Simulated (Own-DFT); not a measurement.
## Calculated data, GaP (zincblende, atoms displaced)

All values are calculated (Own-DFT development build). A calculation, not a measurement: plane-wave PBE density functional theory by an unreviewed code, no spin, of a simulated periodic cell, stress positive in tension, free energy of the whole cell less one offset for each atom, forces on such cells passed a denser k mesh, this cell's mesh not checked; offsets are fitted by least squares, one for each functional and potential file, so energies compare only between cells with the same atoms and settings and are not formation energies; the far tail of each file's local potential was reset to the Coulomb form; each entry is a single point on an unrelaxed cell, so the pressure reflects the starting lattice, mostly measured values (interpolated for alloys), from which strain is counted, and rises with the displacements; printed positions are rounded, which can move forces by about a meV/angstrom; the program, named Own-DFT, is a retired in-house code; no spin-orbit coupling.

Common to all runs: functional PBE; potential files PseudoDojo norm-conserving, scalar-relativistic, standard set; wave cutoff 42 hartree; occupations Fermi-Dirac; smearing width 0.1 eV; hardware one NVIDIA H200; k mesh 2 x 3 x 3 centred on Gamma.

(1) GaP (zincblende, atoms displaced)

```xyz
96
Lattice="16.3515 0.0000 0.0000 0.0000 10.9010 0.0000 0.0000 0.0000 10.9010" Properties=species:S:1:pos:R:3 GaP
Ga     0.0040    10.8567    10.8800
Ga    16.3392     2.6571     2.7111
Ga     2.7639     0.0024     2.7279
Ga     2.7154     2.8047    10.8358
P      1.3708     1.3615     1.3711
P      1.2849     4.0948     4.0444
P      4.1322     1.3994     4.0738
P      4.1782     4.1093     1.4191
Ga     0.0321    10.8835     5.5023
Ga    16.2792     2.7428     8.1672
Ga     2.7292    10.8950     8.0868
Ga     2.7360     2.7363     5.5149
P      1.3188     1.3330     6.8521
P      1.3811     4.0521     9.5734
P      4.1087     1.4190     9.6476
P      4.0455     4.1405     6.8253
Ga     0.0490     5.4706    10.8672
Ga     0.0478     8.2095     2.7889
Ga     2.6865     5.3956     2.7178
Ga     2.7192     8.1511    10.8706
P      1.3920     6.8539     1.3427
P      1.4870     9.4995     4.0446
P      4.0981     6.8080     4.0031
P      3.9940     9.4640     1.3975
Ga    16.3373     5.4993     5.4590
Ga     0.0271     8.1638     8.1986
Ga     2.7230     5.3466     8.1811
Ga     2.7159     8.1345     5.4271
P      1.3972     6.8632     6.8339
P      1.2879     9.5698     9.5299
P      4.0661     6.8757     9.5612
P      4.1303     9.6262     6.8227
Ga     5.4535     0.0581     0.0124
Ga     5.4466     2.7892     2.6457
Ga     8.2854     0.0151     2.7172
Ga     8.2752     2.7416     0.0024
P      6.7650     1.4551     1.4199
P      6.7842     4.0156     4.1148
P      9.5221     1.3094     4.0376
P      9.5073     4.0940     1.3916
Ga     5.4448     0.0325     5.5477
Ga     5.5159     2.6838     8.2043
Ga     8.1864     0.0502     8.1471
Ga     8.1221     2.7229     5.3805
P      6.8247     1.3536     6.8459
P      6.7695     4.0720     9.5618
P      9.4459     1.4444     9.5013
P      9.5753     4.0941     6.7655
Ga     5.4490     5.5191    10.8400
Ga     5.5262     8.2074     2.6706
Ga     8.1459     5.4164     2.6732
Ga     8.1447     8.2474    10.8549
P      6.7509     6.8556     1.3809
P      6.7270     9.6027     4.0643
P      9.5460     6.8668     4.0482
P      9.5004     9.4447     1.3710
Ga     5.4937     5.4101     5.5492
Ga     5.4780     8.2465     8.2191
Ga     8.2231     5.4107     8.1238
Ga     8.1756     8.1542     5.5290
P      6.8385     6.7216     6.8153
P      6.9233     9.5985     9.5127
P      9.5640     6.8129     9.4988
P      9.5930     9.5804     6.7281
Ga    10.8280    10.8981    10.8282
Ga    10.9707     2.6273     2.6497
Ga    13.6615     0.1149     2.7338
Ga    13.5953     2.6833    10.8841
P     12.3078     1.4012     1.3406
P     12.2141     4.0663     3.9985
P     14.9038     1.4006     4.1469
P     14.9805     4.0972     1.4213
Ga    10.9208    10.8393     5.4728
Ga    10.8321     2.6305     8.1784
Ga    13.6365    10.8993     8.1389
Ga    13.6120     2.6966     5.4199
P     12.2744     1.5310     6.8374
P     12.2999     4.0535     9.4851
P     14.9554     1.3957     9.5063
P     15.0232     4.1122     6.7673
Ga    10.9732     5.4245     0.1038
Ga    10.8825     8.1749     2.6901
Ga    13.6555     5.4852     2.7615
Ga    13.6590     8.0844     0.0086
P     12.2488     6.8283     1.4781
P     12.2943     9.5434     4.1404
P     14.9994     6.7984     4.0786
P     15.0399     9.5876     1.2775
Ga    11.0320     5.3888     5.4654
Ga    10.8810     8.1884     8.1818
Ga    13.5416     5.4823     8.2021
Ga    13.5644     8.1669     5.4722
P     12.2280     6.7829     6.8319
P     12.2391     9.5438     9.5594
P     14.9456     6.7995     9.5490
P     14.9597     9.5693     6.9424
```

- free energy of cell above offsets: -49.867 eV
- pressure: 3.26 GPa
- stress xx: -3.28 GPa
- stress yy: -3.25 GPa
- stress zz: -3.24 GPa
- stress yz: -0.42 GPa
- stress xz: 0.55 GPa
- stress xy: 0.34 GPa
- wall time: 948.9 s

Force:
```tsv
element	x (eV/Å)	y (eV/Å)	z (eV/Å)
Ga	0.087	1.391	-0.196
Ga	-0.293	0.35	0.23
Ga	0.119	0.53	-0.04
Ga	0.722	-0.589	1.753
P	0.146	-0.128	-0.466
P	0.472	-0.32	0.758
P	-0.264	0.034	0.377
P	-1.441	0.797	-1.506
Ga	-0.438	-0.477	-0.66
Ga	0.422	0.008	0.051
Ga	-0.046	0.352	1.499
Ga	-0.509	-0.115	-0.888
P	0.329	0.846	-0.2
P	-0.939	0.539	-0.962
P	-0.454	-0.54	-1.542
P	0.944	-1.153	0.185
Ga	-0.515	-0.084	0.726
Ga	-0.403	-0.103	-0.855
Ga	0.266	0.357	-0.078
Ga	-0.584	0.73	0.054
P	-0.416	-0.522	0.244
P	-1.158	0.779	0.877
P	0.367	-0.288	0.901
P	1.178	0.731	-0.738
Ga	0.521	-0.084	-0.087
Ga	-0.518	0.005	0.12
Ga	-0.247	1.365	0.457
Ga	1.105	0.11	0.078
P	-0.242	-0.761	0.12
P	1.398	-0.402	-0.321
P	0.148	-0.599	-0.982
P	-0.474	-1.489	-0.05
Ga	0.042	-0.73	0.653
Ga	0.039	-0.546	1.447
Ga	-1.672	-0.512	-0.409
Ga	-1.675	0.469	0.518
P	1.509	-1.134	-0.877
P	-0.204	1.082	-0.536
P	1.084	0.723	0.909
P	0.909	-0.338	-0.152
Ga	0.177	0.356	-1.284
Ga	-0.933	0.402	0.034
Ga	0.499	-0.472	-0.397
Ga	0.924	-0.417	0.602
P	0.167	0.44	-0.512
P	1.037	0.416	-0.188
P	0.722	-1.239	0.299
P	-0.241	-0.686	-0.1
Ga	-0.095	-0.239	0.592
Ga	-1.19	0.27	0.758
Ga	-0.251	0.644	0.93
Ga	0.287	-1.369	0.24
P	1.144	-0.567	-1.042
P	1.147	-0.16	0.629
P	-0.137	-0.972	0.637
P	0.416	1.216	-0.515
Ga	-0.717	0.266	-1.451
Ga	0.118	-0.423	-0.346
Ga	-0.143	-0.194	0.742
Ga	-0.368	0.257	-1.181
P	-0.134	1.272	0.696
P	-1.224	0.324	0.132
P	-0.243	-0.276	0.803
P	-0.934	-0.57	1.521
Ga	0.045	0.071	0.671
Ga	-1.221	0.712	0.633
Ga	-0.128	-1.28	-0.232
Ga	0.769	1.002	-0.067
P	-0.601	-1.276	-0.636
P	0.848	-0.139	0.433
P	1.662	-0.767	-0.281
P	0.118	-0.141	-0.939
Ga	0.669	1.572	-0.57
Ga	0.28	1.578	-0.096
Ga	-1.011	0.864	0.728
Ga	-0.284	1.539	0.169
P	-0.188	-2.165	-0.26
P	-1.028	-0.135	0.767
P	0.283	-0.564	0.474
P	-0.843	0.207	0.357
Ga	-0.277	0.067	-0.906
Ga	0.203	0.473	0.953
Ga	-0.218	-0.537	-0.12
Ga	-0.608	0.922	0.521
P	0.678	-0.133	-0.942
P	-0.127	0.207	-1.192
P	-0.109	0.911	0.498
P	-0.887	-0.744	1.444
Ga	-1.193	0.433	-0.686
Ga	0.034	0.207	-0.171
Ga	0.972	-0.391	-0.435
Ga	0.887	-0.084	0.317
P	0.208	0.592	-0.029
P	0.455	-0.175	-0.278
P	0.684	-0.385	-0.5
P	0.584	-1.013	-1.64
```

(2) GaP (zincblende, atoms displaced)

```xyz
96
Lattice="16.3515 0.0000 0.0000 0.0000 10.9010 0.0000 0.0000 0.0000 10.9010" Properties=species:S:1:pos:R:3 GaP
Ga    16.2796    10.8794     0.0620
Ga    16.2950     2.7293     2.6475
Ga     2.7584     0.0493     2.6269
Ga     2.7186     2.7818    10.8302
P      1.3299     1.3684     1.3116
P      1.3780     4.0951     4.1369
P      4.0889     1.4513     4.1083
P      4.0441     4.0825     1.4202
Ga    16.3439     0.0642     5.4027
Ga    16.3130     2.8135     8.1973
Ga     2.7535    10.8743     8.2373
Ga     2.7865     2.7498     5.3453
P      1.3336     1.3892     6.7813
P      1.3517     4.0564     9.4606
P      4.0538     1.2885     9.5238
P      4.0147     4.0711     6.8062
Ga    16.3513     5.4263     0.0066
Ga    16.3460     8.2794     2.7140
Ga     2.8096     5.4661     2.7081
Ga     2.6872     8.2012     0.0040
P      1.4360     6.8553     1.3835
P      1.3866     9.5604     4.1412
P      4.1467     6.6252     4.1524
P      4.1132     9.5622     1.4839
Ga    16.3288     5.3869     5.5326
Ga    16.3417     8.1256     8.1319
Ga     2.7483     5.4544     8.1391
Ga     2.7060     8.1749     5.5260
P      1.4487     6.7817     6.8036
P      1.4344     9.4636     9.5719
P      4.1139     6.8701     9.5485
P      4.1640     9.5583     6.8288
Ga     5.4536     0.0235    10.8821
Ga     5.4612     2.6941     2.7437
Ga     8.1572    10.7948     2.7597
Ga     8.1790     2.7600     0.0682
P      6.7358     1.3625     1.4778
P      6.7485     4.0568     4.0952
P      9.6122     1.3149     4.1275
P      9.5558     4.0865     1.3796
Ga     5.3975    10.8972     5.4639
Ga     5.4393     2.6655     8.1423
Ga     8.2514    10.8517     8.1249
Ga     8.0954     2.7446     5.5510
P      6.8453     1.3893     6.8042
P      6.8211     4.0849     9.5314
P      9.5240     1.4290     9.5231
P      9.5250     4.0759     6.7724
Ga     5.5056     5.3383    10.8618
Ga     5.4700     8.3101     2.7610
Ga     8.1074     5.4834     2.7430
Ga     8.1279     8.1155    10.8072
P      6.8559     6.7796     1.4718
P      6.8356     9.4476     4.0511
P      9.5088     6.8920     4.0450
P      9.5715     9.6467     1.2922
Ga     5.4393     5.4666     5.4172
Ga     5.5113     8.1573     8.1141
Ga     8.1171     5.5130     8.1785
Ga     8.1167     8.1634     5.3911
P      6.8255     6.8265     6.8392
P      6.7702     9.5501     9.5341
P      9.5066     6.7911     9.5260
P      9.5296     9.5621     6.7978
Ga    10.8355     0.0775     0.0452
Ga    10.8347     2.7402     2.6348
Ga    13.5324    10.8639     2.6731
Ga    13.7118     2.7665     0.0001
P     12.2048     1.4193     1.3546
P     12.2710     4.0668     4.0966
P     14.9304     1.5206     4.1351
P     14.9497     4.0882     1.3517
Ga    11.0441    10.8950     5.4832
Ga    10.8473     2.6679     8.1376
Ga    13.6839    10.8745     8.1020
Ga    13.5872     2.7704     5.4560
P     12.2515     1.3750     6.7409
P     12.3291     4.0993     9.5248
P     15.0575     1.3265     9.5484
P     14.9965     4.1211     6.7617
Ga    10.8421     5.4952    10.8281
Ga    10.8593     8.2340     2.7449
Ga    13.5346     5.3795     2.6991
Ga    13.6273     8.2988    10.8961
P     12.2749     6.9151     1.3902
P     12.2402     9.5499     4.0538
P     14.8688     6.8337     4.1651
P     14.9792     9.5887     1.3756
Ga    10.9643     5.4842     5.4384
Ga    10.9273     8.1346     8.1551
Ga    13.6639     5.4256     8.1969
Ga    13.6442     8.1035     5.5079
P     12.2049     6.7495     6.8313
P     12.2623     9.5919     9.5507
P     15.0423     6.7883     9.4779
P     15.0376     9.4921     6.8029
```

- free energy of cell above offsets: -49.456 eV
- pressure: 3.4 GPa
- stress xx: -3.41 GPa
- stress yy: -3.36 GPa
- stress zz: -3.42 GPa
- stress yz: 0.19 GPa
- stress xz: -0.02 GPa
- stress xy: 0.5 GPa
- wall time: 945.5 s

Force:
```tsv
element	x (eV/Å)	y (eV/Å)	z (eV/Å)
Ga	1.23	-0.019	-0.834
Ga	0.699	0.18	0.904
Ga	-0.623	0.395	1.341
Ga	0.076	-0.501	0.41
P	0.224	0.23	0.008
P	-0.507	0.234	-1.262
P	0.32	-1.543	-0.703
P	0.752	-0.579	-1.11
Ga	-0.219	0.009	0.168
Ga	-0.016	-1.144	-0.761
Ga	-0.874	-0.133	-1.053
Ga	-1.148	0.038	1.261
P	0.596	0.059	0.498
P	0.302	1.062	0.727
P	0.555	1.106	0.482
P	1.176	-0.069	0.024
Ga	0.484	0.291	-0.02
Ga	0.078	-0.964	0.756
Ga	-1.143	-0.065	0.582
Ga	1.285	-0.345	0.611
P	-0.957	-0.444	0.192
P	0.165	0.286	-0.708
P	-1.083	3.277	-1.146
P	-0.185	-0.126	-1.853
Ga	0.751	1.297	-1.268
Ga	0.981	0.083	0.223
Ga	0.231	0.151	0.801
Ga	0.92	-0.044	-0.792
P	-1.257	0.034	0.193
P	-1.545	0.952	-0.567
P	0.17	-0.68	0.018
P	-0.872	-0.412	0.092
Ga	-0.126	-0.147	0.689
Ga	-0.681	0.73	0.13
Ga	0.666	1.117	-0.105
Ga	-0.428	-0.435	-0.109
P	1.201	-0.551	-1.206
P	0.817	0.272	0.185
P	-0.99	0.366	-0.088
P	-0.604	1.146	-0.335
Ga	0.818	0.433	-0.585
Ga	-0.306	0.416	0.232
Ga	-0.773	0.747	0.817
Ga	1.004	0.026	-1.562
P	-0.643	-1.27	0.467
P	0.191	-0.76	-0.447
P	-0.479	-0.662	0.339
P	0.064	0.799	0.439
Ga	-0.779	1.223	0.905
Ga	-0.558	-2.442	-0.078
Ga	1.022	-1.004	0.743
Ga	0.119	0.552	1.134
P	-1.299	1.007	-1.719
P	-0.374	1.575	1.198
P	0.302	-0.98	0.486
P	-1.148	-1.668	0.453
Ga	0.945	-1.312	1.674
Ga	-0.613	0.315	0.762
Ga	0.705	-0.947	-0.147
Ga	0.763	-0.101	0.906
P	-0.107	-0.284	-1.045
P	0.568	0.005	-0.319
P	0.093	0.451	-0.575
P	0.739	-0.856	-0.628
Ga	0.809	0.436	-1.086
Ga	0.388	-0.446	1.494
Ga	0.379	1.166	0.566
Ga	-0.85	-0.896	-0.453
P	0.951	-0.072	-0.409
P	-0.912	-0.004	-0.449
P	0.23	-1.717	-1.076
P	0.511	0.673	0.183
Ga	-1.322	-0.389	-0.659
Ga	0.693	0.819	0.013
Ga	-0.326	0.345	0.43
Ga	0.025	0.207	0.31
P	0.873	0.273	1.336
P	-0.876	-0.419	0.006
P	-0.705	0.405	-0.428
P	-0.909	-0.732	1.141
Ga	1.047	-0.349	0.854
Ga	-0.02	0.207	-0.651
Ga	0.403	0.997	0.242
Ga	0.198	-1.028	-0.28
P	-0.376	-0.663	-0.551
P	0.626	-0.685	0.794
P	1.61	-1.057	-1.403
P	-0.291	-0.315	0.24
Ga	-1.13	-0.415	-0.641
Ga	-0.405	0.599	0.37
Ga	-0.157	0.22	-0.397
Ga	-1.037	0.923	0.199
P	1.032	0.495	0.373
P	-0.39	0.172	-0.441
P	-0.592	0.441	0.981
P	-0.157	0.429	-0.428
```

(3) GaP (zincblende, atoms displaced)

```xyz
96
Lattice="16.3515 0.0000 0.0000 0.0000 10.9010 0.0000 0.0000 0.0000 10.9010" Properties=species:S:1:pos:R:3 GaP
Ga    16.3063     0.0059     0.0409
Ga    16.2867     2.7689     2.8075
Ga     2.7530    10.8829     2.7160
Ga     2.7534     2.6618     0.0037
P      1.3566     1.3673     1.4035
P      1.3856     4.1011     4.0206
P      4.1450     1.3182     4.0505
P      4.0389     4.1192     1.3086
Ga    16.2403    10.8717     5.4249
Ga    16.2762     2.7154     8.2459
Ga     2.6758    10.8811     8.1917
Ga     2.7670     2.7742     5.4358
P      1.3866     1.4094     6.7826
P      1.4041     4.0439     9.4750
P      4.0591     1.4121     9.5086
P      4.0836     4.0686     6.8175
Ga    16.3362     5.3811     0.0463
Ga     0.0244     8.1610     2.7539
Ga     2.7824     5.5098     2.7621
Ga     2.7444     8.2345    10.8195
P      1.3137     6.7965     1.4120
P      1.3116     9.5171     4.1246
P      4.1926     6.7863     4.1465
P      4.0498     9.5398     1.3313
Ga     0.0294     5.4427     5.4138
Ga     0.0823     8.2481     8.1444
Ga     2.7663     5.4757     8.1205
Ga     2.7694     8.1283     5.4518
P      1.3732     6.8140     6.8360
P      1.4481     9.5522     9.6479
P      4.0439     6.9333     9.5241
P      4.0961     9.5921     6.8436
Ga     5.4104    10.8144     0.0326
Ga     5.4592     2.7357     2.7031
Ga     8.2504    10.8019     2.7794
Ga     8.1283     2.7396    10.8912
P      6.8164     1.3894     1.3828
P      6.7730     4.0506     4.1318
P      9.4443     1.4597     4.0041
P      9.6083     4.0251     1.3373
Ga     5.5208    10.8263     5.4463
Ga     5.5431     2.8436     8.2229
Ga     8.2251     0.0723     8.2069
Ga     8.1932     2.7217     5.3486
P      6.7909     1.3935     6.7844
P      6.7554     4.1078     9.5225
P      9.5507     1.4298     9.5685
P      9.6362     4.0297     6.8300
Ga     5.4770     5.4701    10.8679
Ga     5.5022     8.1662     2.7174
Ga     8.1258     5.4604     2.7062
Ga     8.1330     8.2088     0.0329
P      6.8460     6.8225     1.3965
P      6.7828     9.5838     4.1042
P      9.5470     6.8033     4.1104
P      9.5865     9.5629     1.4412
Ga     5.3573     5.4494     5.4271
Ga     5.3892     8.2510     8.1834
Ga     8.1124     5.3780     8.2331
Ga     8.1258     8.2412     5.4555
P      6.7783     6.8291     6.7988
P      6.7582     9.5460     9.6101
P      9.5032     6.8154     9.5655
P      9.5925     9.4860     6.8996
Ga    10.9558    10.8336     0.0190
Ga    10.9944     2.6967     2.7642
Ga    13.6208     0.0018     2.8008
Ga    13.5746     2.6833     0.0813
P     12.2256     1.3554     1.4077
P     12.2370     4.1531     4.0886
P     14.8927     1.3246     4.1011
P     15.0021     4.0859     1.3765
Ga    10.8415     0.0901     5.4513
Ga    10.9117     2.6815     8.1938
Ga    13.6000     0.0115     8.1652
Ga    13.6215     2.6951     5.3990
P     12.2907     1.3481     6.7959
P     12.2433     4.0799     9.5067
P     14.9516     1.3037     9.5210
P     14.9553     4.0858     6.8035
Ga    10.9009     5.3643     0.0801
Ga    10.9020     8.1294     2.7796
Ga    13.5849     5.4117     2.6746
Ga    13.6018     8.2542    10.8508
P     12.2522     6.7742     1.3263
P     12.2541     9.5841     4.1183
P     14.9757     6.8782     4.0809
P     14.9350     9.5563     1.3684
Ga    10.8953     5.3644     5.5123
Ga    10.8777     8.1566     8.1034
Ga    13.6330     5.5041     8.1332
Ga    13.6010     8.2609     5.3744
P     12.2343     6.6846     6.8634
P     12.2762     9.5330     9.5226
P     15.0500     6.9089     9.5336
P     14.9237     9.5427     6.7576
```

* free energy of cell above offsets: -50.625 eV
* pressure: 3.13 GPa
* stress xx: -3.14 GPa
* stress yy: -3.13 GPa
* stress zz: -3.13 GPa
* stress yz: -0.03 GPa
* stress xz: 0.22 GPa
* stress xy: 0.16 GPa
* wall time: 911.8 s

Force:
```tsv
element	x (eV/Å)	y (eV/Å)	z (eV/Å)
Ga	0.339	0.057	0.03
Ga	0.303	-0.734	-0.474
Ga	-0.592	0.02	0.402
Ga	-0.637	0.432	-0.014
P	-0.382	0.136	0.082
P	0.195	0.111	0.733
P	-0.24	0.275	0.48
P	0.622	0.024	0.413
Ga	1.037	0.562	0.391
Ga	0.497	0.042	-0.823
Ga	0.203	0.786	-0.2
Ga	-0.207	-0.73	-0.444
P	-0.899	-0.507	0.094
P	-0.258	0.443	0.769
P	0.927	-0.693	-0.084
P	0.38	0.322	0.108
Ga	0.601	0.583	-0.942
Ga	-0.45	0.351	-0.393
Ga	-0.217	-0.034	-0.504
Ga	-0.204	-1.156	1.773
P	0.863	0.236	-0.687
P	0.787	0.207	-0.176
P	-1.158	1.127	-1.256
P	0.234	-0.718	0.85
Ga	-0.361	0.164	0.228
Ga	-0.343	0.144	0.279
Ga	-0.243	-0.066	0.602
Ga	-0.232	0.487	0.232
P	0.02	-0.033	-0.557
P	-1.707	0.875	-1.3
P	0.681	-1.489	-0.175
P	-0.371	-0.228	-0.6
Ga	0.079	1.651	-0.197
Ga	-0.336	0.133	-0.153
Ga	-0.864	1.144	-0.44
Ga	0.245	-0.017	0.277
P	0.124	-0.945	-0.16
P	-0.024	0.854	-0.566
P	1.297	-1.134	0.248
P	-1.199	-0.048	0.901
Ga	-1.056	1.236	0.612
Ga	-1.455	-1.671	-1.073
Ga	-0.498	-0.418	-0.008
Ga	-0.325	0.486	1.543
P	0.581	-0.03	0.249
P	0.977	0.309	1.198
P	0.098	-0.794	0.335
P	-1.731	-0.173	0.086
Ga	-0.823	0.626	0.349
Ga	-0.584	0.254	-0.024
Ga	0.857	-0.778	0.508
Ga	0.665	-0.005	-0.069
P	-0.438	-0.088	-0.59
P	0.725	-0.851	-0.646
P	-0.456	-0.213	0.426
P	-0.02	-0.862	-0.765
Ga	1.46	-0.781	1.143
Ga	0.77	-0.372	-0.135
Ga	0.955	0.972	-0.991
Ga	0.571	-0.603	0.264
P	-0.107	-0.24	0.332
P	0.747	0.157	-0.87
P	0.166	-0.213	0.132
P	-1.203	1.427	-1.351
Ga	-0.546	0.677	-0.115
Ga	-0.767	0.549	-0.095
Ga	-0.407	-0.307	-1.083
Ga	0.266	0.361	-0.81
P	0.538	-0.708	-0.065
P	0.458	-0.814	0.038
P	1.101	0.643	-0.153
P	-0.619	-0.53	0.065
Ga	-0.222	-0.325	-0.009
Ga	0.49	0.004	-0.131
Ga	0.111	-0.342	-0.198
Ga	-0.38	0.768	0.566
P	-0.425	0.324	0.058
P	0.634	0.052	0.475
P	-0.061	0.404	0.679
P	0.339	-0.084	-0.208
Ga	0.027	0.745	-1.216
Ga	0.425	0.03	-0.252
Ga	0.5	0.766	0.342
Ga	0.355	-0.91	0.514
P	0.179	0.723	0.101
P	-0.929	0.043	-0.293
P	-0.282	-0.912	-0.068
P	0.315	-0.193	0.453
Ga	-0.213	0.867	-0.451
Ga	0.714	-1.047	1.273
Ga	0.718	-0.543	1.126
Ga	-0.236	-1.287	0.811
P	-0.015	1.812	-1.163
P	-0.633	0.034	-0.615
P	-0.247	-0.681	0.013
P	0.425	-0.134	1.013
```
